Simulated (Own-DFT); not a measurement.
# Point defects and the pressure they add: C11b WSi2

Calculated, not measured: single-point runs of Own-DFT, a retired in-house plane-wave DFT program that no person has reviewed, on unrelaxed cells, without spin or spin-orbit coupling.

Settings: PBEsol; PseudoDojo norm-conserving scalar-relativistic files, made for PBE; cutoff 50 hartree; 5 x 5 x 5 k mesh centred on Gamma; cold (Marzari-Vanderbilt) smearing of 0.2 eV.

Known weak points: forces on such cells failed a check on a denser k mesh; stress not checked against mesh or cutoff.

All runs share one cell, with vectors in Å (-2.148, -5.953, 3.409); (-6.444, 2.976, 1.136); (-2.553, -2.948, -6.757) and a volume of 403.2 Å³. The atoms are randomly displaced, by u rms on each axis. The defect's site can differ from row to row.

| cell | formula | u (Å) | P (GPa) |
|---|---|---|---|
| no defect | Si20W10 | 0.0197 | 0.39 |
| no defect | Si20W10 | 0.0201 | 0.35 |
| no defect | Si20W10 | 0.0472 | 1.60 |
| one W on a Si site | Si19W11 | 0.0279 | 5.85 |
| one W on a Si site | Si19W11 | 0.0326 | 6.02 |
| one W on a Si site | Si19W11 | 0.0529 | 7.08 |
| one Si vacancy | Si19W10 | 0.0311 | -0.48 |
| one Si vacancy | Si19W10 | 0.0314 | -0.84 |
| one Si vacancy | Si19W10 | 0.0467 | 0.38 |
| one Si vacancy | Si19W10 | 0.0490 | ? |
| one W vacancy | Si20W9 | 0.0272 | -0.32 |
| one W vacancy | Si20W9 | 0.0287 | -0.65 |
| one W vacancy | Si20W9 | 0.0504 | 0.39 |
| one Si on a W site | Si21W9 | 0.0327 | 2.67 |
| one Si on a W site | Si21W9 | 0.0478 | 2.53 |
| one Si on a W site | Si21W9 | 0.0480 | 3.02 |

## What the rows give

P = P0 + c u² + a shift for each defect gives P0 = 0.21 GPa, c = 566 ± 88 GPa/Å² and a scatter of 0.26 GPa. The shifts, and each times the cell's volume:

- one W on a Si site: 5.23 ± 0.22 GPa, 13.2 eV
- one Si on a W site: 1.46 ± 0.23 GPa, 3.7 eV
- one W vacancy: -1.18 ± 0.22 GPa, -3.0 eV
- one Si vacancy: -1.31 ± 0.22 GPa, -3.3 eV

Positive is outwards. The product with the volume (160.2 GPa Å³ to the eV) is nearly free of the cell's size; divided by the bulk modulus at the cell's pressure it gives the volume that the defect adds. The atoms around the defects weren't relaxed, which would change these numbers.

## Prediction

Question: what pressure belongs in the blank (one Si vacancy, u = 0.0490 Å)?

The fit gives 0.27 ± 0.31 GPa. DFT gave 0.21 GPa.
